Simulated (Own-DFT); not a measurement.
# How strain changes the stress of hcp Hf, 36 atoms (Hf36)

Calculated results; nothing here was measured. The program, named Own-DFT, is a retired in-house plane-wave density functional code that no person has reviewed. Each row is one single-point run on a periodic cell that was not relaxed, without spin or spin-orbit coupling.

Settings of every run: PBE; PseudoDojo norm-conserving scalar-relativistic files; cutoff 42 hartree; 4 x 4 x 4 k mesh centred on Gamma; cold (Marzari-Vanderbilt) smearing of 0.2 eV.

Known limits: hafnium file: forces about 75 meV/angstrom off all-electron values; forces on such cells passed a denser k mesh, each cell not checked; stress not checked against mesh or cutoff.

Unstrained cell vectors in Å: (9.589, 0.000, 0.000); (-4.795, 8.304, 0.000); (0.000, 0.000, 10.102). The unstrained cell has measured lattice constants (interpolated for alloys), not those of this functional. That, the random moves and any unrelaxed bonds set the pressure at no strain. Each run strains this cell uniformly, with the atoms carried along. Every atom was also moved at random, by a Gaussian of width 0.05 Å on each axis. Strain is the symmetric tensor, in per cent. Stress is positive in tension, and the pressure is minus a third of its trace.

```
run,e_xx (%),e_yy (%),e_zz (%),e_yz (%),e_xz (%),e_xy (%),s_xx (GPa),s_yy (GPa),s_zz (GPa),s_yz (GPa),s_xz (GPa),s_xy (GPa),P (GPa),E (meV/atom)
1,1.23,1.41,0.51,1.56,1.75,-0.89,2.01,2.48,1.13,1.57,1.80,-1.22,-1.88,4.1
2,-1.48,-1.48,-0.05,0.77,1.10,1.16,-5.10,-5.61,-4.06,0.81,1.09,1.66,4.92,14.3
3,1.67,1.53,1.85,1.12,0.83,1.10,3.96,3.57,4.09,1.06,0.81,1.19,-3.88,2.9
4,0.91,-1.16,1.72,-0.62,-1.66,0.94,1.07,-1.80,1.59,-0.59,-1.46,1.36,-0.29,0.0
5,-0.08,0.59,1.74,-0.83,0.58,-1.72,0.26,0.52,2.34,-0.70,0.51,-2.01,-1.04,1.3
6,1.21,0.84,-1.01,1.62,-0.55,-0.03,0.98,0.13,-2.33,1.69,-0.54,-0.23,0.41,4.8
7,0.56,1.33,-0.84,-1.77,-1.07,-0.43,0.40,0.69,-2.34,-1.87,-1.14,-0.64,0.42,8.8
8,-1.17,-1.29,-1.97,0.24,0.20,-0.83,-5.97,-6.54,-8.01,0.33,0.18,-1.33,6.84,23.7
9,1.57,1.36,-1.42,-1.67,-1.32,-1.36,1.47,1.29,-2.60,-1.80,-1.37,-1.71,-0.05,6.1
10,-0.17,1.82,-1.65,-0.25,1.18,-0.70,-1.76,1.08,-3.94,-0.23,1.34,-1.01,1.54,3.9
11,1.12,-0.10,1.36,1.27,-1.90,1.93,1.67,0.02,1.65,1.37,-1.80,2.74,-1.11,9.6
12,-1.11,-1.24,-0.74,1.35,0.12,1.95,-5.16,-5.27,-4.98,1.34,0.03,2.95,5.14,24.0
13,0.43,0.78,1.76,1.45,0.89,0.13,1.42,1.23,2.37,1.29,0.74,-0.13,-1.67,7.4
14,1.68,-0.99,-1.85,-1.94,-1.33,1.57,-0.36,-3.39,-5.12,-2.03,-1.31,1.95,2.96,16.4
15,1.53,-1.69,-1.64,1.13,-1.84,0.13,-0.74,-4.75,-5.37,1.25,-1.87,-0.07,3.62,15.2
16,0.07,1.46,-1.34,1.68,-0.59,-0.49,?,?,?,?,?,?,?,?
```

E is the free energy for each atom above the lowest run shown.

## Worked fit

Each stress component was fitted by least squares to a constant and the strains of the runs shown, as fractions, with shears doubled. Shear strains stay in the fit of a normal stress only where such slopes are resolved. The slopes, in GPa:

| stress | at no strain | per e_xx | per e_yy | per e_zz | scatter |
|---|---|---|---|---|---|
| s_xx | -1.4 | 190 ± 6 | 67 ± 5 | 75 ± 4 | 0.23 |
| s_yy | -1.6 | 77 ± 5 | 193 ± 4 | 64 ± 4 | 0.19 |
| s_zz | -1.9 | 73 ± 5 | 73 ± 4 | 206 ± 3 | 0.17 |

Each shear stress against twice its own strain: yz 52 ± 1, xz 50 ± 2, xy 67 ± 3 GPa. These are stiffnesses along x, y and z of the frame in which the cell vectors are given, which need not be the crystal's axes. The atoms are held to the strained lattice; where symmetry lets them move under strain, relaxing them would lower some slopes. The table should be nearly symmetric about its diagonal, and what it lacks of that shows the noise. A ninth of its sum, 113 ± 1 GPa, estimates the bulk modulus near the mean pressure of these runs, 1.1 GPa.

## Withheld run

Question: what normal stresses and pressure should run 16 give?

The fit gives s_xx = -1.2, s_yy = 0.4, s_zz = -3.5 and P = 1.5 GPa. The calculation gave -0.69, 0.17, -3.40 and P = 1.30 GPa.
